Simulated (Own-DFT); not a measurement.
# Two functionals across a range of volumes: wurtzite AlGaN with randomly placed atoms, 72 atoms (Al9Ga27N36)

Calculated, not measured: single-point runs of Own-DFT, a retired in-house plane-wave DFT program that no person has reviewed, on unrelaxed cells, without spin or spin-orbit coupling.

Limits: forces on such cells passed a denser k mesh, each cell not checked; stress not checked against mesh or cutoff.

Each geometry was run with PBE and with PBEsol, otherwise alike: PseudoDojo norm-conserving scalar-relativistic files made for PBE; cutoff 42 hartree; 4 x 4 x 3 k mesh centred on Gamma; Fermi-Dirac smearing of 0.1 eV. Unstrained cell vectors in Å: (9.509, 0.000, 0.000); (-4.755, 8.235, 0.000); (0.000, 0.000, 10.268). Each has a uniform strain, of which the change of volume is shown, and random moves of rms u per axis. The random placing of the alloy's atoms differs from row to row.

| run | volume change (%) | u (Å) | P with PBE (GPa) | P with PBEsol (GPa) |
|---|---|---|---|---|
| 1 | 1.51 | 0.0504 | 4.48 | -0.29 |
| 2 | -3.47 | 0.0519 | 15.29 | 10.11 |
| 3 | 5.06 | 0.0496 | -1.33 | -5.86 |
| 4 | 4.04 | 0.0528 | 0.17 | -4.42 |
| 5 | 1.51 | 0.0521 | 4.82 | 0.02 |
| 6 | -5.91 | 0.0486 | 22.43 | 17.01 |
| 7 | -5.42 | 0.0543 | 21.13 | 15.76 |
| 8 | 2.01 | 0.0488 | 3.47 | -1.28 |
| 9 | -1.49 | 0.0511 | 10.79 | ? |

Asked: by how much does PBEsol shrink this cell, and what belongs in the blank?

## Worked answer

Write v for the change of volume as a fraction. Fitted to v and u², the PBE pressure has a slope of -220 ± 9 GPa in v, with the ions held to the strained lattice. The difference PBEsol less PBE is -4.92 + 8.2 v GPa (slope ± 0.2) and averages -4.93 GPa. Divided by the mean slope of the two, 216 GPa, that makes PBEsol's volume at a given pressure, near 6 GPa, about 2.3 % smaller, or 0.76 % in lengths. At one volume PBEsol's slope is the smaller by 8 GPa, but its pressure there is lower too. If stiffness rises by about 4 GPa for each GPa, PBEsol at equal pressure is stiffer by about 12 GPa. Files made for PBEsol would give a different shift.

For run 9 the line gives 5.75 GPa. Computed: 5.78 GPa.
